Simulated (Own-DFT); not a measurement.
## Calculated data, GaN (wurtzite, strained, atoms displaced), GaP (zincblende, strained, atoms displaced), Si3N4 (beta silicon nitride, strained, atoms displaced)

All values are calculated (Own-DFT development build). A calculation, not a measurement: plane-wave PBE density functional theory by an unreviewed code, no spin, of a simulated periodic cell, stress positive in tension, free energy of the whole cell less one offset for each atom, forces on such cells passed a denser k mesh, this cell's mesh not checked; offsets are fitted by least squares, one for each functional and potential file, so energies compare only between cells with the same atoms and settings and are not formation energies; the far tail of each file's local potential was reset to the Coulomb form; each entry is a single point on an unrelaxed cell, so the pressure reflects the starting lattice, mostly measured values (interpolated for alloys), from which strain is counted, and rises with the displacements; printed positions are rounded, which can move forces by about a meV/angstrom; the program, named Own-DFT, is a retired in-house code; no spin-orbit coupling.

Common to all runs: functional PBE.

```json
{"entry": 1, "formula": "GaN", "kind": "wurtzite, strained, atoms displaced", "structure": {"cell_angstrom": [[12.756, 0.0, 0.0], [-4.7835, 8.2853, 0.0], [0.0, 0.0, 10.6552]], "atoms_fractional": [["Ga", 0.08009, 0.2171, 0.9983], ["Ga", 0.16926, 0.1167, 0.2471], ["N", 0.07904, 0.2233, 0.19185], ["N", 0.17333, 0.11052, 0.44374], ["Ga", 0.08608, 0.21492, 0.50149], ["Ga", 0.16243, 0.10706, 0.74552], ["N", 0.08615, 0.21949, 0.69485], ["N", 0.17007, 0.11392, 0.93051], ["Ga", 0.08185, 0.5585, 0.99933], ["Ga", 0.1759, 0.44906, 0.24945], ["N", 0.07794, 0.55149, 0.1891], ["N", 0.16371, 0.43884, 0.43174], ["Ga", 0.09117, 0.55831, 0.50705], ["Ga", 0.16902, 0.4423, 0.75367], ["N", 0.08676, 0.56523, 0.69203], ["N", 0.17206, 0.45781, 0.93883], ["Ga", 0.08342, 0.88818, 0.00247], ["Ga", 0.16361, 0.77099, 0.25699], ["N", 0.084, 0.88197, 0.18388], ["N", 0.16331, 0.77088, 0.43981], ["Ga", 0.08526, 0.89281, 0.50537], ["Ga", 0.16449, 0.77784, 0.75254], ["N", 0.07592, 0.88122, 0.68719], ["N", 0.17132, 0.77776, 0.92961], ["Ga", 0.33298, 0.21673, 0.99408], ["Ga", 0.41844, 0.12095, 0.25008], ["N", 0.32895, 0.22697, 0.19302], ["N", 0.41419, 0.1049, 0.44591], ["Ga", 0.33054, 0.21912, 0.49779], ["Ga", 0.42097, 0.11216, 0.74287], ["N", 0.33054, 0.22092, 0.69213], ["N", 0.40993, 0.11705, 0.94959], ["Ga", 0.33029, 0.55495, 0.00145], ["Ga", 0.41555, 0.44683, 0.24977], ["N", 0.33383, 0.5608, 0.19252], ["N", 0.41913, 0.44412, 0.44945], ["Ga", 0.33443, 0.56143, 0.50207], ["Ga", 0.41457, 0.43717, 0.74763], ["N", 0.33234, 0.56097, 0.68826], ["N", 0.41273, 0.4375, 0.93624], ["Ga", 0.3363, 0.89079, 0.00638], ["Ga", 0.407, 0.77053, 0.24295], ["N", 0.33309, 0.88441, 0.19215], ["N", 0.41723, 0.76974, 0.43108], ["Ga", 0.34013, 0.88562, 0.5042], ["Ga", 0.41512, 0.78556, 0.75175], ["N", 0.33359, 0.88295, 0.69379], ["N", 0.41943, 0.77635, 0.94419], ["Ga", 0.57898, 0.21501, 0.01097], ["Ga", 0.66487, 0.11566, 0.23647], ["N", 0.58456, 0.22242, 0.18138], ["N", 0.66883, 0.10991, 0.44188], ["Ga", 0.58241, 0.23206, 0.49798], ["Ga", 0.67077, 0.12123, 0.75284], ["N", 0.58269, 0.22233, 0.68486], ["N", 0.66441, 0.11937, 0.9381], ["Ga", 0.5839, 0.55883, 0.00141], ["Ga", 0.66518, 0.4298, 0.24865], ["N", 0.58493, 0.56569, 0.18635], ["N", 0.6749, 0.44906, 0.43877], ["Ga", 0.5865, 0.56556, 0.507], ["Ga", 0.66057, 0.43595, 0.75194], ["N", 0.58605, 0.55256, 0.6827], ["N", 0.66161, 0.43953, 0.94847], ["Ga", 0.58818, 0.8948, 0.0065], ["Ga", 0.67404, 0.78901, 0.2482], ["N", 0.58856, 0.89211, 0.1878], ["N", 0.66832, 0.76698, 0.43789], ["Ga", 0.59488, 0.88832, 0.49909], ["Ga", 0.66624, 0.77708, 0.74521], ["N", 0.58246, 0.88531, 0.69127], ["N", 0.66625, 0.7652, 0.93722], ["Ga", 0.83378, 0.22536, 0.99691], ["Ga", 0.90882, 0.11073, 0.24852], ["N", 0.83074, 0.22019, 0.19963], ["N", 0.91557, 0.10645, 0.43224], ["Ga", 0.83338, 0.22273, 0.50171], ["Ga", 0.91481, 0.10398, 0.75383], ["N", 0.82493, 0.21073, 0.68674], ["N", 0.91814, 0.11179, 0.9376], ["Ga", 0.83602, 0.55968, 0.9951], ["Ga", 0.91843, 0.43947, 0.25838], ["N", 0.8288, 0.55442, 0.18553], ["N", 0.91398, 0.4433, 0.4376], ["Ga", 0.82837, 0.55714, 0.50494], ["Ga", 0.91453, 0.45531, 0.74868], ["N", 0.83839, 0.55646, 0.68366], ["N", 0.92299, 0.44612, 0.93403], ["Ga", 0.83274, 0.88982, 0.99692], ["Ga", 0.91824, 0.78251, 0.24886], ["N", 0.83822, 0.88845, 0.1873], ["N", 0.91346, 0.77528, 0.43642], ["Ga", 0.82796, 0.88494, 0.50467], ["Ga", 0.9168, 0.78708, 0.7472], ["N", 0.83108, 0.88599, 0.68476], ["N", 0.92056, 0.7844, 0.93318]]}, "settings": {"potential_files": "PseudoDojo norm-conserving, scalar-relativistic, standard set with the stringent files for Ga", "wave_cutoff [hartree]": 96.0, "occupations": "Gaussian", "smearing_width [eV]": 0.01, "k_mesh": "3 x 4 x 3 centred on Gamma"}, "results": {"free_energy_of_cell_above_offsets [eV]": "-4.974", "pressure [GPa]": 2.15, "stress_xx [GPa]": -5.05, "stress_yy [GPa]": -4.83, "stress_zz [GPa]": 3.42, "stress_yz [GPa]": 0.46, "stress_xz [GPa]": -0.44, "stress_xy [GPa]": -0.02, "force_element": ["Ga", "Ga", "N", "N", "Ga", "Ga", "N", "N", "Ga", "Ga", "N", "N", "Ga", "Ga", "N", "N", "Ga", "Ga", "N", "N", "Ga", "Ga", "N", "N", "Ga", "Ga", "N", "N", "Ga", "Ga", "N", "N", "Ga", "Ga", "N", "N", "Ga", "Ga", "N", "N", "Ga", "Ga", "N", "N", "Ga", "Ga", "N", "N", "Ga", "Ga", "N", "N", "Ga", "Ga", "N", "N", "Ga", "Ga", "N", "N", "Ga", "Ga", "N", "N", "Ga", "Ga", "N", "N", "Ga", "Ga", "N", "N", "Ga", "Ga", "N", "N", "Ga", "Ga", "N", "N", "Ga", "Ga", "N", "N", "Ga", "Ga", "N", "N", "Ga", "Ga", "N", "N", "Ga", "Ga", "N", "N"], "force_x [eV/angstrom]": [1.021, -1.242, 0.657, -1.527, -1.228, 1.259, -1.612, -0.948, 0.807, -2.424, 1.132, 0.641, -1.216, -0.636, 0.263, -0.63, 0.734, -0.071, -0.161, 0.553, -0.231, 0.223, 1.01, -0.658, -2.87, -0.293, 1.467, 0.173, 1.346, -1.324, 0.615, 4.148, 1.274, 0.914, 0.908, -0.308, 0.148, -0.466, 0.647, 0.022, -0.483, 2.007, -1.28, 0.194, -0.539, 2.103, -1.527, -0.109, -1.008, 0.786, -1.198, -1.022, 1.272, -0.743, 0.272, 1.036, -0.506, -0.591, 0.151, -2.264, 0.27, 0.643, -0.453, 0.787, 0.141, 0.145, -1.013, -0.589, -1.86, -0.358, -0.213, -0.563, 0.06, 1.875, -0.447, 0.118, 0.292, -0.479, 1.739, -0.913, -0.389, -1.052, 1.071, 0.58, 2.196, 2.285, -2.486, -1.452, 0.253, 0.54, -1.003, 0.43, 1.383, 0.266, -0.236, -0.24], "force_y [eV/angstrom]": [1.225, -1.342, -0.112, -0.648, 0.604, -0.436, 0.308, -0.714, 0.422, -1.04, 0.287, 0.144, -1.039, 0.757, -1.878, -1.888, 0.282, 0.092, 1.034, 1.276, -1.439, 0.55, 1.126, 0.476, 2.006, -1.428, 0.022, 0.792, 1.037, -0.369, -0.892, -2.26, -0.042, 0.886, -1.295, 0.079, -1.253, 1.321, -0.382, 0.996, -0.314, 1.677, 1.435, 1.325, -0.597, -1.554, 1.59, 0.928, 1.097, -1.188, -0.753, 0.077, -1.124, -1.635, -0.041, -0.794, -1.554, 3.246, -1.194, -0.904, -2.485, 1.112, 0.113, 0.008, -1.005, -1.425, -0.026, 1.872, 0.236, -0.609, 0.723, 2.599, 0.239, -0.45, 0.633, 0.048, 0.045, 1.044, 1.599, -0.23, -0.427, 0.943, -0.03, 0.413, 0.386, -1.583, 0.677, -0.249, -0.646, -1.292, 0.836, 0.797, 0.752, -1.63, 0.429, -0.402], "force_z [eV/angstrom]": [0.564, 0.634, -0.888, -1.282, -0.31, 0.921, -1.168, 0.931, 0.582, 0.226, -0.465, 1.255, -0.47, 0.035, -0.504, -0.014, -0.889, -0.382, 0.715, 0.386, -0.893, -0.273, -0.109, 1.854, 1.253, 0.632, -0.887, -1.211, 1.235, 1.132, -0.972, -1.729, -0.07, 0.889, -1.567, -1.284, 0.088, 0.424, 0.068, 0.139, -0.63, 1.659, -0.417, 0.385, -0.457, 1.088, -1.167, -0.316, -2.836, 2.666, 2.043, -0.994, 0.104, -0.269, 0.154, 0.211, 0.549, 0.491, 0.613, -0.879, -1.174, 0.785, 1.475, -1.538, -1.218, 0.373, 0.001, -0.82, 0.096, 1.226, -0.406, -0.788, 0.636, 0.729, -2.5, 1.289, -0.4, -0.731, 0.371, -0.05, 0.872, -0.396, -0.102, 1.205, -0.898, 0.139, 0.868, -0.067, 0.63, 0.591, -0.867, 0.374, -1.349, 0.563, 0.463, 0.024]}}
{"entry": 2, "formula": "GaP", "kind": "zincblende, strained, atoms displaced", "structure": {"cell_angstrom": [[10.862, 0.0, 0.0], [0.0, 10.862, 0.0], [0.0, 0.0, 10.9439]], "atoms_fractional": [["Ga", 0.00897, 0.99326, 0.99701], ["Ga", 0.99681, 0.23891, 0.24867], ["Ga", 0.25759, 0.00355, 0.25265], ["Ga", 0.24538, 0.24396, 0.98682], ["P", 0.11892, 0.12291, 0.13225], ["P", 0.11731, 0.36673, 0.37292], ["P", 0.37731, 0.12393, 0.38304], ["P", 0.38215, 0.37622, 0.11826], ["Ga", 0.99947, 0.00595, 0.5043], ["Ga", 0.9877, 0.24901, 0.73836], ["Ga", 0.25271, 0.01108, 0.74325], ["Ga", 0.23597, 0.24689, 0.49724], ["P", 0.12197, 0.12314, 0.62483], ["P", 0.12695, 0.37803, 0.86897], ["P", 0.36604, 0.12582, 0.8746], ["P", 0.37929, 0.38793, 0.62599], ["Ga", 0.98022, 0.50714, 0.01016], ["Ga", 0.99722, 0.75892, 0.25582], ["Ga", 0.25337, 0.49588, 0.2486], ["Ga", 0.25002, 0.74184, 0.99447], ["P", 0.11061, 0.62233, 0.12125], ["P", 0.13712, 0.87925, 0.37472], ["P", 0.36486, 0.63415, 0.37652], ["P", 0.3747, 0.87301, 0.11862], ["Ga", 0.98326, 0.50524, 0.50782], ["Ga", 0.00516, 0.76724, 0.74506], ["Ga", 0.23962, 0.5001, 0.75547], ["Ga", 0.25736, 0.75849, 0.5007], ["P", 0.11997, 0.62673, 0.62418], ["P", 0.12876, 0.85901, 0.88479], ["P", 0.36711, 0.62197, 0.87206], ["P", 0.36774, 0.88412, 0.62113], ["Ga", 0.50426, 0.00261, 0.99295], ["Ga", 0.50157, 0.25191, 0.24051], ["Ga", 0.7661, 0.00153, 0.25529], ["Ga", 0.75187, 0.24979, 0.00111], ["P", 0.61742, 0.1291, 0.11901], ["P", 0.62738, 0.38383, 0.37338], ["P", 0.88244, 0.13938, 0.37694], ["P", 0.87272, 0.37021, 0.1331], ["Ga", 0.49252, 0.00934, 0.5084], ["Ga", 0.49796, 0.24083, 0.75525], ["Ga", 0.75468, 0.99792, 0.75656], ["Ga", 0.75099, 0.25618, 0.49619], ["P", 0.62396, 0.14169, 0.62442], ["P", 0.62415, 0.3799, 0.87847], ["P", 0.88393, 0.13584, 0.87632], ["P", 0.87719, 0.37607, 0.62253], ["Ga", 0.49536, 0.49958, 0.00258], ["Ga", 0.50238, 0.75678, 0.24107], ["Ga", 0.74349, 0.51112, 0.25095], ["Ga", 0.74569, 0.75538, 0.00189], ["P", 0.62616, 0.6269, 0.13103], ["P", 0.62572, 0.87918, 0.37363], ["P", 0.86622, 0.61642, 0.37094], ["P", 0.88814, 0.87157, 0.1368], ["Ga", 0.49757, 0.48811, 0.50112], ["Ga", 0.48854, 0.76036, 0.75374], ["Ga", 0.74748, 0.50108, 0.75513], ["Ga", 0.75176, 0.73602, 0.50393], ["P", 0.63252, 0.6199, 0.62079], ["P", 0.62103, 0.88079, 0.87442], ["P", 0.87391, 0.63277, 0.87969], ["P", 0.86915, 0.88232, 0.61717]]}, "settings": {"potential_files": "PseudoDojo norm-conserving, scalar-relativistic, standard set", "wave_cutoff [hartree]": 42.0, "occupations": "Fermi-Dirac", "smearing_width [eV]": 0.1, "hardware": "one NVIDIA H100", "k_mesh": "3 x 3 x 3 centred on Gamma"}, "results": {"free_energy_of_cell_above_offsets [eV]": "-30.429", "pressure [GPa]": 4.22, "stress_xx [GPa]": -4.32, "stress_yy [GPa]": -4.25, "stress_zz [GPa]": -4.09, "stress_yz [GPa]": 0.59, "stress_xz [GPa]": 0.43, "stress_xy [GPa]": 0.13, "force_element": ["Ga", "Ga", "Ga", "Ga", "P", "P", "P", "P", "Ga", "Ga", "Ga", "Ga", "P", "P", "P", "P", "Ga", "Ga", "Ga", "Ga", "P", "P", "P", "P", "Ga", "Ga", "Ga", "Ga", "P", "P", "P", "P", "Ga", "Ga", "Ga", "Ga", "P", "P", "P", "P", "Ga", "Ga", "Ga", "Ga", "P", "P", "P", "P", "Ga", "Ga", "Ga", "Ga", "P", "P", "P", "P", "Ga", "Ga", "Ga", "Ga", "P", "P", "P", "P"], "force_x [eV/angstrom]": [-0.349, 0.712, 0.076, -0.822, 1.454, -0.022, -0.396, -1.748, 0.242, 1.854, -0.931, 1.356, -0.261, -2.105, 1.375, -1.803, 0.72, 1.628, -0.92, 0.174, 1.53, -1.497, 1.716, -0.18, 1.756, -0.771, 0.815, -1.402, 0.257, -0.069, 1.123, 0.85, -1.184, -0.123, -1.145, -0.39, 1.559, -0.452, -1.283, -0.584, 1.761, -0.243, -0.205, -0.256, 0.606, -0.137, -0.669, -1.668, 0.936, -0.413, 0.216, 0.386, -0.768, 0.119, 1.604, -2.015, 0.471, 0.584, 0.509, -0.157, -1.9, 0.574, -0.337, 0.245], "force_y [eV/angstrom]": [0.363, 1.873, -0.061, 1.175, -0.399, 1.279, 1.285, -0.813, -0.544, 0.394, -1.219, 0.712, 0.528, -0.871, -0.835, -2.218, -1.054, -1.945, 0.241, -0.632, 0.471, 0.075, -1.086, 0.528, 0.047, -1.089, 0.512, -0.841, 0.561, 2.5, 0.105, -0.262, 0.145, 0.205, 0.273, 0.518, -0.913, -1.089, -1.828, 0.397, -0.495, 1.952, 1.211, 0.451, -1.777, -0.781, -1.711, 0.1, 0.99, -0.081, -1.74, -0.067, 0.377, -0.013, 1.664, 1.496, 2.109, -0.939, 0.16, 1.507, 0.085, -0.616, 0.243, -0.614], "force_z [eV/angstrom]": [0.447, -0.476, -0.53, 1.744, -1.36, -0.03, -1.213, 0.459, -1.163, 0.662, 0.871, 0.27, 0.461, 1.015, -0.229, 1.177, -0.813, 1.288, 0.023, 1.799, 1.15, 0.378, -0.702, -0.333, -1.215, -0.155, -1.533, 0.171, -0.143, -1.702, 0.05, 1.003, 0.719, 1.419, -0.085, 0.045, 0.365, -0.492, 1.022, -0.119, -0.388, -0.077, -0.541, -0.031, 0.168, -0.081, 0.43, 0.659, -0.635, 1.234, -0.548, 0.487, -1.542, 0.711, 0.626, -2.295, -0.99, -0.699, -0.018, -1.04, 1.136, -0.226, -1.071, 0.485], "wall_time [s]": 597.8}}
{"entry": 3, "formula": "Si3N4", "kind": "beta silicon nitride, strained, atoms displaced", "structure": {"cell_angstrom": [[7.4703, 0.0438, 0.08], [-3.6972, 6.5913, -0.1194], [0.0918, -0.1053, 8.6014]], "atoms_fractional": [["Si", 0.15987, 0.75754, 0.07753], ["Si", 0.21704, 0.39335, 0.08842], ["Si", 0.59608, 0.83417, 0.0841], ["Si", 0.80647, 0.2249, 0.24236], ["Si", 0.75819, 0.59449, 0.25242], ["Si", 0.41088, 0.1781, 0.23962], ["N", 0.34103, 0.03577, 0.07989], ["N", 0.96649, 0.29808, 0.07962], ["N", 0.70667, 0.67104, 0.07842], ["N", 0.66774, 0.97041, 0.24114], ["N", 0.02326, 0.69214, 0.25297], ["N", 0.28976, 0.31881, 0.24401], ["N", 0.33948, 0.66935, 0.07296], ["N", 0.6784, 0.33459, 0.25085], ["Si", 0.17873, 0.77197, 0.43297], ["Si", 0.23007, 0.39551, 0.41702], ["Si", 0.59555, 0.82854, 0.40994], ["Si", 0.81141, 0.22092, 0.58313], ["Si", 0.76576, 0.60283, 0.57881], ["Si", 0.40196, 0.16548, 0.58122], ["N", 0.32453, 0.03409, 0.4152], ["N", 0.96304, 0.29414, 0.41908], ["N", 0.71407, 0.67683, 0.4173], ["N", 0.66663, 0.96577, 0.58017], ["N", 0.02844, 0.69031, 0.57899], ["N", 0.30601, 0.3313, 0.58694], ["N", 0.33391, 0.68405, 0.41911], ["N", 0.66948, 0.34171, 0.58512], ["Si", 0.17483, 0.76757, 0.77054], ["Si", 0.23703, 0.40565, 0.74948], ["Si", 0.5862, 0.81809, 0.76089], ["Si", 0.83061, 0.2153, 0.91752], ["Si", 0.77794, 0.59027, 0.91833], ["Si", 0.41953, 0.18538, 0.91496], ["N", 0.33355, 0.03729, 0.74918], ["N", 0.97346, 0.29773, 0.74894], ["N", 0.69601, 0.66597, 0.75889], ["N", 0.66894, 0.97833, 0.91167], ["N", 0.02826, 0.69409, 0.92021], ["N", 0.28613, 0.33181, 0.91061], ["N", 0.34528, 0.66566, 0.75889], ["N", 0.66786, 0.33209, 0.91764]]}, "settings": {"potential_files": "PseudoDojo norm-conserving, scalar-relativistic, standard set", "wave_cutoff [hartree]": 42.0, "occupations": "Fermi-Dirac", "smearing_width [eV]": 0.1, "k_mesh": "3 x 3 x 3 centred on Gamma"}, "results": {"free_energy_of_cell_above_offsets [eV]": "-1.003", "pressure [GPa]": 17.28, "stress_xx [GPa]": -20.29, "stress_yy [GPa]": -9.95, "stress_zz [GPa]": -21.59, "stress_yz [GPa]": -5.52, "stress_xz [GPa]": 4.02, "stress_xy [GPa]": 0.65, "force_element": ["Si", "Si", "Si", "Si", "Si", "Si", "N", "N", "N", "N", "N", "N", "N", "N", "Si", "Si", "Si", "Si", "Si", "Si", "N", "N", "N", "N", "N", "N", "N", "N", "Si", "Si", "Si", "Si", "Si", "Si", "N", "N", "N", "N", "N", "N", "N", "N"], "force_x [eV/angstrom]": [3.198, 1.192, 0.022, 7.234, 3.723, 0.699, -0.633, -0.871, -1.647, 0.246, 0.641, 0.611, -1.282, -7.764, -2.45, -2.355, -0.6, 1.627, 2.185, 1.063, 0.238, 0.732, -4.069, -0.054, -1.43, -0.018, 5.155, -1.31, 2.338, -2.205, 2.328, -1.145, -3.124, -2.75, -0.142, -0.83, 1.019, -0.032, -0.89, 3.498, -4.626, 2.479], "force_y [eV/angstrom]": [2.189, 3.266, -3.032, -0.141, -0.607, -0.927, -2.235, -0.696, 0.88, 0.72, 0.879, 0.799, -1.296, 2.166, 1.709, 1.531, -0.068, 1.818, -1.983, 2.421, -0.367, -0.248, 1.557, -0.697, 0.054, 0.294, -4.186, -1.169, 1.32, 0.778, 1.868, 4.183, -1.681, -0.692, -2.741, -0.396, 0.254, -2.991, -0.375, -2.114, -1.032, 0.988], "force_z [eV/angstrom]": [5.719, -2.648, -3.576, 2.2, -2.771, 2.835, -1.941, 1.657, 2.069, 2.993, -0.376, 1.115, 1.085, -0.106, -5.353, 1.254, 1.073, 0.591, 3.194, 0.567, -1.718, -1.758, -0.274, 1.571, 5.421, -2.445, -0.502, -0.244, -6.871, -0.359, -3.25, -2.354, -1.371, 0.064, 0.84, -0.291, -0.979, 2.459, -0.355, 3.09, -0.449, 0.195]}}
{"entry": 4, "formula": "Si3N4", "kind": "beta silicon nitride, strained, atoms displaced", "structure": {"cell_angstrom": [[7.6151, -0.0268, -0.0634], [-3.8307, 6.6448, -0.0467], [-0.0727, -0.1039, 8.8718]], "atoms_fractional": [["Si", 0.1819, 0.7738, 0.08251], ["Si", 0.23203, 0.40893, 0.07531], ["Si", 0.59783, 0.82525, 0.08372], ["Si", 0.81819, 0.22607, 0.25693], ["Si", 0.76445, 0.59359, 0.25005], ["Si", 0.40108, 0.16717, 0.25179], ["N", 0.32687, 0.03626, 0.07586], ["N", 0.95687, 0.29606, 0.08766], ["N", 0.68522, 0.65924, 0.08224], ["N", 0.65283, 0.9644, 0.24525], ["N", 0.02179, 0.69501, 0.25542], ["N", 0.29552, 0.3381, 0.25213], ["N", 0.31842, 0.65542, 0.08462], ["N", 0.66154, 0.33395, 0.26088], ["Si", 0.14983, 0.75451, 0.41755], ["Si", 0.2272, 0.41405, 0.40403], ["Si", 0.59436, 0.83088, 0.41894], ["Si", 0.83196, 0.23974, 0.59435], ["Si", 0.78406, 0.59727, 0.58368], ["Si", 0.39676, 0.16641, 0.59002], ["N", 0.32034, 0.02055, 0.41192], ["N", 0.97218, 0.30543, 0.41443], ["N", 0.69164, 0.6569, 0.42121], ["N", 0.67376, 0.96861, 0.58986], ["N", 0.02289, 0.68782, 0.58429], ["N", 0.30229, 0.32391, 0.59133], ["N", 0.32615, 0.66814, 0.413], ["N", 0.63802, 0.3242, 0.58571], ["Si", 0.15685, 0.76316, 0.74609], ["Si", 0.21798, 0.39463, 0.74288], ["Si", 0.5848, 0.82846, 0.75157], ["Si", 0.82333, 0.21923, 0.91286], ["Si", 0.76418, 0.59255, 0.92313], ["Si", 0.4058, 0.16974, 0.91734], ["N", 0.3239, 0.03274, 0.74837], ["N", 0.97343, 0.31227, 0.738], ["N", 0.70636, 0.67433, 0.75577], ["N", 0.65379, 0.95353, 0.91263], ["N", 0.01741, 0.69013, 0.92032], ["N", 0.29911, 0.33918, 0.91231], ["N", 0.34189, 0.66928, 0.75127], ["N", 0.6884, 0.34493, 0.91647]]}, "settings": {"potential_files": "PseudoDojo norm-conserving, scalar-relativistic, standard set", "wave_cutoff [hartree]": 42.0, "occupations": "Fermi-Dirac", "smearing_width [eV]": 0.1, "k_mesh": "3 x 3 x 3 centred on Gamma"}, "results": {"free_energy_of_cell_above_offsets [eV]": "-2.154", "pressure [GPa]": 2.51, "stress_xx [GPa]": -5.27, "stress_yy [GPa]": -2.09, "stress_zz [GPa]": -0.18, "stress_yz [GPa]": -5.16, "stress_xz [GPa]": -3.75, "stress_xy [GPa]": -4.42, "force_element": ["Si", "Si", "Si", "Si", "Si", "Si", "N", "N", "N", "N", "N", "N", "N", "N", "Si", "Si", "Si", "Si", "Si", "Si", "N", "N", "N", "N", "N", "N", "N", "N", "Si", "Si", "Si", "Si", "Si", "Si", "N", "N", "N", "N", "N", "N", "N", "N"], "force_x [eV/angstrom]": [-1.898, -1.079, -1.951, -0.573, -0.985, -1.23, 0.141, 1.507, 0.666, 0.792, -0.199, 2.091, 1.604, 0.339, 3.616, 1.832, -0.143, -4.749, -7.954, -1.645, -0.493, -1.745, -0.525, -0.035, 2.704, -2.8, 0.059, 6.751, 3.281, 3.929, 3.445, -0.441, -0.781, -0.01, -0.156, -0.167, 0.068, 0.546, 2.714, 1.094, -4.913, -2.707], "force_y [eV/angstrom]": [-1.407, -1.991, -1.559, 0.82, -0.919, 1.55, -1.141, -0.399, 0.261, 0.63, 0.366, -1.675, 3.248, -0.825, 2.283, -0.347, -1.68, -2.509, -3.178, -0.521, -0.299, -1.063, 1.86, 1.442, 1.088, 0.903, 0.747, 2.792, 0.712, 3.123, -2.198, 1.141, 0.325, 3.022, -2.619, -0.366, 0.372, 3.647, 2.126, -1.717, -2.362, -3.681], "force_z [eV/angstrom]": [0.175, 1.918, -0.917, -1.814, 0.616, 0.729, 1.799, -0.86, 1.217, 1.802, -3.074, -2.668, -0.179, -0.705, -0.113, 3.405, 0.187, -6.636, 1.56, -2.622, 1.286, 1.924, -0.843, -0.869, -1.057, -2.317, 0.497, 0.087, 3.544, 0.474, -2.395, 1.27, -2.122, -1.469, 1.353, 6.066, -1.059, 2.645, -0.561, 0.182, -0.506, 0.049]}}
```
